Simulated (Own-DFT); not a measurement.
## Calculated data, Hf36O71 (tetragonal hafnia with one neutral oxygen vacancy, atoms displaced)

Computed with Own-DFT development build. A calculation, not a measurement: plane-wave PBE and HSE06 DFT by an unreviewed code, no spin, of a simulated cell at Gamma alone, so results move with cell size and shape, stress positive in tension, energies less offsets, not probed for a lower state with spin; hafnium file: forces about 75 meV/angstrom off all-electron values; oxygen file: force components 24 meV/angstrom off all-electron in a glass; k mesh not checked against a denser one; forces and stress are PBE's, HSE06 gives the energy alone, and its difference from PBE has offsets of its own; offsets are fitted by least squares, one for each functional and potential file, so energies compare only between cells with the same atoms and settings and are not formation energies; the far tail of each file's local potential was reset to the Coulomb form; each entry is a single point on an unrelaxed cell, so the pressure reflects the starting lattice, taken from the Materials Project, from which strain is counted, and rises with the displacements; printed positions are rounded, which can move forces by about a meV/angstrom; the program is a retired in-house code; no spin-orbit coupling.

Common to all runs: first functional PBE; second functional HSE06; exact exchange share 0.25; screening 0.11 1/bohr; exchange divergence Gygi-Baldereschi; potential files PseudoDojo norm-conserving, scalar-relativistic, made for PBE, standard set; wave cutoff 48 hartree; occupations fixed; k mesh 1 x 1 x 1 centred on Gamma.

(1) Hf36O71 (tetragonal hafnia with one neutral oxygen vacancy, atoms displaced)

```cif
# cell vector a (Å): 10.7800 0.0000 0.0000
# cell vector b (Å): 0.0000 10.7800 0.0000
# cell vector c (Å): 0.0000 0.0000 10.4493
data_Hf36O71
_symmetry_space_group_name_H-M 'P 1'
_symmetry_Int_Tables_number 1
_cell_length_a 10.7800
_cell_length_b 10.7800
_cell_length_c 10.4493
_cell_angle_alpha 90.000
_cell_angle_beta 90.000
_cell_angle_gamma 90.000
_cell_volume 1214.30
loop_
_atom_site_label
_atom_site_type_symbol
_atom_site_fract_x
_atom_site_fract_y
_atom_site_fract_z
_atom_site_occupancy
Hf1 Hf 0.99476 0.00585 0.00704 1
Hf2 Hf 0.16736 0.16622 0.25281 1
O1 O 0.00473 0.16403 0.15387 1
O2 O 0.16868 0.00110 0.35112 1
O3 O 0.00263 0.15965 0.40405 1
O4 O 0.16964 0.00228 0.10275 1
Hf3 Hf 0.99959 0.99618 0.50339 1
Hf4 Hf 0.16276 0.16593 0.74984 1
O5 O 0.00345 0.16401 0.65351 1
O6 O 0.17114 0.00309 0.84150 1
O7 O 0.16615 0.00615 0.59752 1
Hf5 Hf 0.00068 0.33437 0.00113 1
Hf6 Hf 0.16697 0.50381 0.24399 1
O8 O 0.99942 0.49760 0.14988 1
O9 O 0.16631 0.33060 0.35038 1
O10 O 0.00466 0.50250 0.40119 1
O11 O 0.16527 0.33441 0.09421 1
Hf7 Hf 0.00266 0.33371 0.50156 1
Hf8 Hf 0.16769 0.50517 0.74704 1
O12 O 0.00361 0.49676 0.64787 1
O13 O 0.16719 0.33333 0.84657 1
O14 O 0.99776 0.50156 0.90259 1
O15 O 0.16383 0.33558 0.59757 1
Hf9 Hf 0.00390 0.66476 0.99820 1
Hf10 Hf 0.17288 0.83271 0.25022 1
O16 O 0.00006 0.83224 0.15008 1
O17 O 0.17125 0.67161 0.35184 1
O18 O 0.00331 0.83257 0.40064 1
O19 O 0.17326 0.66509 0.09795 1
Hf11 Hf 0.99896 0.66708 0.50162 1
Hf12 Hf 0.17066 0.83152 0.74701 1
O20 O 0.00044 0.83104 0.65643 1
O21 O 0.16625 0.66602 0.84551 1
O22 O 0.99491 0.83158 0.90207 1
O23 O 0.16808 0.66557 0.59617 1
Hf13 Hf 0.33078 0.00814 0.00309 1
Hf14 Hf 0.50048 0.16842 0.24943 1
O24 O 0.33355 0.16938 0.15051 1
O25 O 0.49976 0.00078 0.34476 1
O26 O 0.33156 0.16499 0.40283 1
O27 O 0.50416 0.99964 0.09689 1
Hf15 Hf 0.33117 0.99783 0.50340 1
Hf16 Hf 0.50151 0.16846 0.75188 1
O28 O 0.33320 0.16517 0.64845 1
O29 O 0.49553 0.99976 0.84490 1
O30 O 0.33288 0.16703 0.90395 1
O31 O 0.49579 0.00408 0.59769 1
Hf17 Hf 0.33278 0.32854 0.00317 1
Hf18 Hf 0.50085 0.49930 0.24672 1
O32 O 0.33610 0.49920 0.15457 1
O33 O 0.50180 0.33776 0.35015 1
O34 O 0.33111 0.49942 0.40684 1
O35 O 0.49767 0.33396 0.09610 1
Hf19 Hf 0.33657 0.33034 0.50119 1
Hf20 Hf 0.49365 0.49960 0.74625 1
O36 O 0.33553 0.49834 0.65508 1
O37 O 0.49698 0.33399 0.84360 1
O38 O 0.33401 0.49501 0.89407 1
O39 O 0.50679 0.33521 0.59662 1
Hf21 Hf 0.33589 0.66627 0.00105 1
Hf22 Hf 0.50023 0.83460 0.24735 1
O40 O 0.33491 0.83064 0.15406 1
O41 O 0.50154 0.66775 0.34534 1
O42 O 0.33660 0.82974 0.40661 1
O43 O 0.50046 0.66742 0.09661 1
Hf23 Hf 0.33471 0.66476 0.50261 1
Hf24 Hf 0.49929 0.83477 0.75401 1
O44 O 0.32953 0.83100 0.65293 1
O45 O 0.50472 0.66880 0.84627 1
O46 O 0.33568 0.83552 0.89809 1
O47 O 0.50148 0.67222 0.59970 1
Hf25 Hf 0.66509 0.99698 0.99775 1
Hf26 Hf 0.83611 0.16905 0.24275 1
O48 O 0.66227 0.16251 0.15335 1
O49 O 0.83509 0.00122 0.34467 1
O50 O 0.66361 0.16982 0.40207 1
O51 O 0.83645 0.00008 0.09793 1
Hf27 Hf 0.66908 0.99993 0.50001 1
Hf28 Hf 0.82852 0.16781 0.74919 1
O52 O 0.67010 0.16482 0.65087 1
O53 O 0.83135 0.99799 0.85084 1
O54 O 0.66527 0.16746 0.90452 1
O55 O 0.83354 0.99758 0.59666 1
Hf29 Hf 0.67054 0.33412 0.99782 1
Hf30 Hf 0.83355 0.49760 0.25118 1
O56 O 0.66492 0.50529 0.15320 1
O57 O 0.82933 0.33032 0.34336 1
O58 O 0.66307 0.49630 0.39986 1
O59 O 0.83177 0.33307 0.09982 1
Hf31 Hf 0.67066 0.33534 0.49842 1
Hf32 Hf 0.83799 0.49644 0.74969 1
O60 O 0.66190 0.49777 0.65104 1
O61 O 0.83358 0.33144 0.84713 1
O62 O 0.66463 0.49932 0.90812 1
O63 O 0.83214 0.33669 0.59304 1
Hf33 Hf 0.66506 0.66558 0.99710 1
Hf34 Hf 0.83400 0.83385 0.24653 1
O64 O 0.66601 0.83519 0.15298 1
O65 O 0.83625 0.66525 0.34695 1
O66 O 0.66284 0.82830 0.40651 1
O67 O 0.83373 0.66742 0.09762 1
Hf35 Hf 0.66518 0.67240 0.49844 1
Hf36 Hf 0.83374 0.82888 0.75012 1
O68 O 0.66718 0.83468 0.64781 1
O69 O 0.83884 0.66827 0.84744 1
O70 O 0.66699 0.82795 0.90121 1
O71 O 0.83455 0.66378 0.59650 1
```

Results for Hf36O71 (tetragonal hafnia with one neutral oxygen vacancy, atoms displaced): PBE energy of cell above offsets -100.673 eV; HSE06 less PBE above offsets -0.143 eV; PBE pressure 1.13 GPa; PBE stress xx -1.65 GPa; PBE stress yy 0.09 GPa; PBE stress zz -1.83 GPa; PBE stress yz 0.22 GPa; PBE stress xz 0.01 GPa; PBE stress xy -0.05 GPa.

Force:
```csv
element,x (eV/Å),y (eV/Å),z (eV/Å)
Hf,1.23,-0.905,-1.517
Hf,0.476,-0.309,0.995
O,-0.694,0.26,-0.787
O,0.255,-0.737,-0.503
O,-0.295,1.161,0.023
O,-0.486,-0.176,-0.567
Hf,0.303,0.164,-0.716
Hf,1.128,0.495,-0.289
O,-1.777,0.391,0.585
O,-0.446,-0.618,0.946
O,-0.163,-0.743,0.133
Hf,0.316,-0.308,-0.654
Hf,0.084,-0.22,1.688
O,0.217,0.122,0.099
O,-0.161,0.664,-0.801
O,-0.273,-0.562,-0.118
O,0.049,0.147,0.514
Hf,0.521,-0.222,-0.808
Hf,0.332,-1.33,0.266
O,-0.814,0.203,0.56
O,-0.835,0.01,0.091
O,-0.024,-0.752,-0.417
O,0.826,-0.085,-0.041
Hf,-1.028,1.366,0.286
Hf,-1.1,0.497,0.707
O,0.68,0.004,0.433
O,-0.123,-0.906,-0.946
O,-0.321,0.04,0.448
O,-0.787,-0.247,0.088
Hf,0.181,0.127,-0.796
Hf,-0.801,0.667,0.933
O,0.197,0.042,-0.667
O,0.038,0.272,0.477
O,0.539,0.696,0.612
O,-0.277,-0.18,0.599
Hf,0.332,-1.118,-0.536
Hf,0.14,0.132,0.989
O,-0.014,-0.131,-0.005
O,0.088,-0.159,-0.05
O,0.293,0.25,-0.22
O,-1.209,-0.048,-0.35
Hf,0.177,0.469,-0.582
Hf,-0.563,-0.136,-1.045
O,0.202,0.645,0.824
O,0.734,0.533,0.608
O,0.317,0.138,-0.234
O,1.068,-0.382,-0.104
Hf,0.033,0.906,-0.978
Hf,0.493,0.252,1.182
O,-0.734,0.055,-0.596
O,-0.656,-0.884,-0.633
O,-0.013,-0.092,-0.163
O,0.991,-0.043,-0.006
Hf,-0.124,-0.132,-0.183
Hf,1.608,0.029,0.663
O,-0.982,0.196,-1.068
O,0.314,-0.314,0.38
O,-0.079,1.007,1.388
O,-1.165,-0.436,0.185
Hf,0.528,-0.051,-1.046
Hf,0.109,-0.108,0.88
O,0.068,0.143,-0.507
O,-0.084,-0.383,-0.054
O,-0.071,0.642,-0.333
O,-0.199,0.078,-0.206
Hf,0.253,0.086,-0.767
Hf,-0.042,-0.382,-1.009
O,0.899,0.202,-0.251
O,-0.406,-0.581,0.248
O,-0.25,-0.377,0.976
O,-0.415,-0.251,-0.177
Hf,0.399,0.029,0.184
Hf,-0.895,-0.709,1.212
O,1.173,0.271,-0.352
O,-0.53,-0.231,-0.01
O,0.092,-0.811,0.118
O,-1.197,0.213,0.191
Hf,-0.845,0.273,-0.258
Hf,1.048,-1.144,0.153
O,-0.644,-0.144,0.298
O,0.186,0.769,-0.402
O,-0.011,-0.2,-0.471
O,0.07,0.158,0.191
Hf,-1.18,0.066,0.537
Hf,-0.533,0.933,0.038
O,0.662,-0.447,-0.173
O,0.64,0.244,0.22
O,0.648,1.094,0.099
O,0.396,-0.24,-0.356
Hf,-1.097,0.265,-0.411
Hf,-0.943,1.052,-0.738
O,1.268,0.238,0.814
O,0.232,0.079,0.195
O,0.501,-0.236,-0.668
O,1.057,-0.147,0.901
Hf,0.488,-0.388,0.804
Hf,0.541,-0.611,0.342
O,0.406,0.135,-0.258
O,-0.19,0.251,-0.027
O,0.391,1.879,-1.06
O,0.09,-0.068,-0.411
Hf,-0.119,-1.986,0.538
Hf,0.147,0.556,0.149
O,-0.021,0.092,0.688
O,-0.472,-1.304,-0.244
O,-0.105,1.217,-0.189
O,-0.262,0.066,0.285
```

(2) Hf36O71 (tetragonal hafnia with one neutral oxygen vacancy, atoms displaced)

```cif
# cell vector a (Å): 10.7800 0.0000 0.0000
# cell vector b (Å): 0.0000 10.7800 0.0000
# cell vector c (Å): 0.0000 0.0000 10.4493
data_Hf36O71
_symmetry_space_group_name_H-M 'P 1'
_symmetry_Int_Tables_number 1
_cell_length_a 10.7800
_cell_length_b 10.7800
_cell_length_c 10.4493
_cell_angle_alpha 90.000
_cell_angle_beta 90.000
_cell_angle_gamma 90.000
_cell_volume 1214.30
loop_
_atom_site_label
_atom_site_type_symbol
_atom_site_fract_x
_atom_site_fract_y
_atom_site_fract_z
_atom_site_occupancy
Hf1 Hf 0.00319 0.99402 0.99789 1
Hf2 Hf 0.16790 0.17319 0.25571 1
O1 O 0.17759 0.01001 0.35132 1
O2 O 0.00421 0.16089 0.40885 1
O3 O 0.16865 0.00844 0.10183 1
Hf3 Hf 0.99673 0.99692 0.50416 1
Hf4 Hf 0.17171 0.16488 0.75355 1
O4 O 0.99802 0.17546 0.65599 1
O5 O 0.15994 0.00296 0.83812 1
O6 O 0.00922 0.16896 0.90002 1
O7 O 0.16672 0.99413 0.60305 1
Hf5 Hf 0.99622 0.33140 0.00177 1
Hf6 Hf 0.17003 0.49804 0.24666 1
O8 O 0.00702 0.50366 0.15117 1
O9 O 0.16825 0.32692 0.34526 1
O10 O 0.99442 0.49398 0.39690 1
O11 O 0.16845 0.33556 0.10383 1
Hf7 Hf 0.99474 0.33208 0.49582 1
Hf8 Hf 0.16863 0.49907 0.74420 1
O12 O 0.99768 0.50391 0.65189 1
O13 O 0.16063 0.33579 0.84369 1
O14 O 0.00451 0.49190 0.89688 1
O15 O 0.16978 0.33703 0.58621 1
Hf9 Hf 0.00561 0.66141 0.99425 1
Hf10 Hf 0.17106 0.82561 0.24777 1
O16 O 0.99647 0.83571 0.15101 1
O17 O 0.17129 0.66263 0.34741 1
O18 O 0.99479 0.83294 0.40703 1
O19 O 0.16542 0.66050 0.09685 1
Hf11 Hf 0.00595 0.66956 0.51778 1
Hf12 Hf 0.17680 0.83087 0.75111 1
O20 O 0.00103 0.83217 0.65410 1
O21 O 0.15940 0.66417 0.85151 1
O22 O 0.99074 0.83397 0.90119 1
O23 O 0.16518 0.66167 0.59412 1
Hf13 Hf 0.33430 0.99781 0.01168 1
Hf14 Hf 0.49525 0.17825 0.25249 1
O24 O 0.33250 0.16788 0.15847 1
O25 O 0.50122 0.00429 0.34721 1
O26 O 0.33327 0.16021 0.39762 1
O27 O 0.49680 0.00118 0.10464 1
Hf15 Hf 0.33897 0.99929 0.49233 1
Hf16 Hf 0.49089 0.16201 0.75734 1
O28 O 0.32394 0.16261 0.65317 1
O29 O 0.49242 0.00272 0.84587 1
O30 O 0.33506 0.17049 0.89518 1
O31 O 0.50034 0.00512 0.60215 1
Hf17 Hf 0.33190 0.32096 0.99551 1
Hf18 Hf 0.50141 0.50519 0.24702 1
O32 O 0.32558 0.49862 0.15508 1
O33 O 0.50316 0.33596 0.34586 1
O34 O 0.32409 0.49186 0.40053 1
O35 O 0.50246 0.33759 0.10073 1
Hf19 Hf 0.33086 0.32967 0.49283 1
Hf20 Hf 0.49705 0.49803 0.75561 1
O36 O 0.33301 0.50018 0.65395 1
O37 O 0.49253 0.34135 0.84623 1
O38 O 0.33357 0.50511 0.90369 1
O39 O 0.50417 0.33059 0.59974 1
Hf21 Hf 0.33697 0.67437 0.99570 1
Hf22 Hf 0.50105 0.82748 0.26158 1
O40 O 0.32463 0.83138 0.15457 1
O41 O 0.49855 0.66558 0.34050 1
O42 O 0.33934 0.83405 0.40376 1
O43 O 0.50147 0.66079 0.10240 1
Hf23 Hf 0.32948 0.67394 0.49321 1
Hf24 Hf 0.50346 0.82891 0.74380 1
O44 O 0.32979 0.82602 0.65090 1
O45 O 0.50780 0.66341 0.85437 1
O46 O 0.33046 0.83470 0.91250 1
O47 O 0.49194 0.65755 0.59180 1
Hf25 Hf 0.67006 0.00397 0.00283 1
Hf26 Hf 0.84101 0.16650 0.24557 1
O48 O 0.67173 0.16981 0.15781 1
O49 O 0.82839 0.00114 0.35348 1
O50 O 0.66100 0.16495 0.40114 1
O51 O 0.82724 0.00267 0.09683 1
Hf27 Hf 0.67175 0.00493 0.50805 1
Hf28 Hf 0.83028 0.16645 0.74781 1
O52 O 0.67127 0.16378 0.65350 1
O53 O 0.83562 0.00091 0.84636 1
O54 O 0.66514 0.16343 0.89893 1
O55 O 0.83957 0.99899 0.60164 1
Hf29 Hf 0.66496 0.33275 0.00345 1
Hf30 Hf 0.82969 0.49637 0.25248 1
O56 O 0.67002 0.50327 0.15143 1
O57 O 0.83235 0.33711 0.35108 1
O58 O 0.66596 0.49583 0.39830 1
O59 O 0.83919 0.33398 0.09422 1
Hf31 Hf 0.67096 0.32451 0.50669 1
Hf32 Hf 0.82992 0.50014 0.75121 1
O60 O 0.67129 0.50349 0.65467 1
O61 O 0.83112 0.33131 0.84765 1
O62 O 0.66649 0.50149 0.90503 1
O63 O 0.84494 0.33212 0.59221 1
Hf33 Hf 0.66442 0.66158 0.00078 1
Hf34 Hf 0.83566 0.83070 0.25242 1
O64 O 0.66288 0.83790 0.15979 1
O65 O 0.83604 0.67216 0.35711 1
O66 O 0.66141 0.83319 0.40397 1
O67 O 0.83288 0.66892 0.09438 1
Hf35 Hf 0.66980 0.67006 0.50172 1
Hf36 Hf 0.83781 0.84070 0.74085 1
O68 O 0.66871 0.83814 0.64816 1
O69 O 0.83393 0.66516 0.84857 1
O70 O 0.66310 0.83009 0.90515 1
O71 O 0.82917 0.67168 0.59645 1
```

It finds PBE energy of cell above offsets -96.440 eV; HSE06 less PBE above offsets 0.070 eV; PBE pressure 2.63 GPa; PBE stress xx -2.78 GPa; PBE stress yy -2.07 GPa; PBE stress zz -3.05 GPa; PBE stress yz 0.42 GPa; PBE stress xz 0.79 GPa; PBE stress xy 0.02 GPa.

Force:
```csv
element,x (eV/Å),y (eV/Å),z (eV/Å)
Hf,-0.436,1.052,0.096
Hf,-1.256,-1.75,-1.175
O,-0.357,-2.669,-0.334
O,-0.687,0.454,-1.114
O,-0.675,-0.321,-0.867
Hf,2.319,0.399,-0.726
Hf,-2.93,1.126,-1.045
O,0.621,-0.752,0.05
O,0.523,-2.045,1.857
O,-0.701,-0.783,1.724
O,0.131,-0.341,-0.985
Hf,2.227,0.29,-0.941
Hf,-1.154,-0.661,0.649
O,-1.843,-0.139,-0.341
O,0.134,1.482,0.75
O,0.478,1.272,0.819
O,-0.311,-1.13,-1.302
Hf,2.498,0.231,-0.534
Hf,-0.539,-0.931,0.762
O,0.098,0.443,-0.169
O,1.503,-0.382,0.145
O,-0.593,1.022,0.629
O,-0.624,0.239,0.751
Hf,-1.576,-0.676,0.319
Hf,-2.682,1.131,0.91
O,1.412,0.282,0.158
O,0.114,1.377,0.343
O,0.785,0.122,-0.079
O,0.881,1.274,0.023
Hf,-3.219,-1.193,-3.212
Hf,-2.221,1.192,0.343
O,1.072,-0.598,-0.186
O,0.616,0.878,-0.885
O,0.661,-0.339,0.05
O,2.168,0.515,1.412
Hf,0.535,0.742,0.033
Hf,1.518,-1.852,0.175
O,0.304,0.485,-1.76
O,-0.489,-0.737,0.492
O,0.894,1.733,0.434
O,0.154,0.08,-1.077
Hf,-1.215,1.31,0.76
Hf,0.557,1.193,-1.878
O,2.313,0.164,-0.757
O,-0.113,-1.826,0.405
O,-0.107,-1.877,0.463
O,-0.039,-0.452,-0.021
Hf,-0.644,3.693,1.531
Hf,-0.555,-1.357,-0.206
O,2.598,0.257,-0.477
O,-0.525,0.496,0.433
O,0.745,1.483,0.345
O,-0.736,-0.491,-0.651
Hf,0.529,0.417,0.923
Hf,-0.12,0.826,-1.613
O,0.368,-0.128,0.032
O,0.369,-2.427,1.136
O,0.01,-0.451,0.089
O,-0.556,-0.21,-0.199
Hf,-0.437,-3.264,1.796
Hf,1.141,2.86,-1.763
O,2.113,0.067,-0.612
O,-0.484,-0.709,1.807
O,-0.196,-0.057,-0.764
O,-0.912,0.437,-0.354
Hf,0.117,-3.068,0.608
Hf,0.759,0.387,1.017
O,1.642,-0.184,0.016
O,-0.982,1.242,-1.029
O,-0.246,0.931,-1.895
O,1.311,1.23,0.385
Hf,-1.186,-1.465,0.138
Hf,-0.178,-0.353,0.831
O,-0.672,0.407,-0.782
O,0.27,0.137,-0.455
O,0.308,0.422,1.12
O,1.924,0.464,0.279
Hf,-0.915,-0.112,-1.923
Hf,2.016,0.545,1.067
O,-0.899,0.045,-0.59
O,-0.347,0.257,0.134
O,-0.573,0.936,0.524
O,-1.089,-0.146,0.494
Hf,0.832,-0.032,-0.437
Hf,1.848,1.678,0.577
O,-0.542,-0.53,-0.27
O,-0.038,-2.063,-0.792
O,0.051,0.801,0.7
O,-1.732,-0.256,1.125
Hf,-0.589,1.131,-1.086
Hf,1.072,0.39,0.725
O,-0.977,-0.296,-0.16
O,-0.446,0,-0.099
O,0.004,-1.46,-0.153
O,-3.42,0.036,1.528
Hf,1.332,1.239,0.226
Hf,-0.613,-0.158,0.015
O,0.297,-0.27,-0.046
O,-0.802,-0.979,-1.067
O,-0.425,0.231,0.551
O,0.22,0.009,0.426
Hf,-0.046,-1.492,-0.872
Hf,-0.32,-1.582,2.525
O,-0.952,-0.203,0.324
O,0.022,0.157,-0.885
O,-0.276,1.249,-0.293
O,0.784,0.252,0.888
```
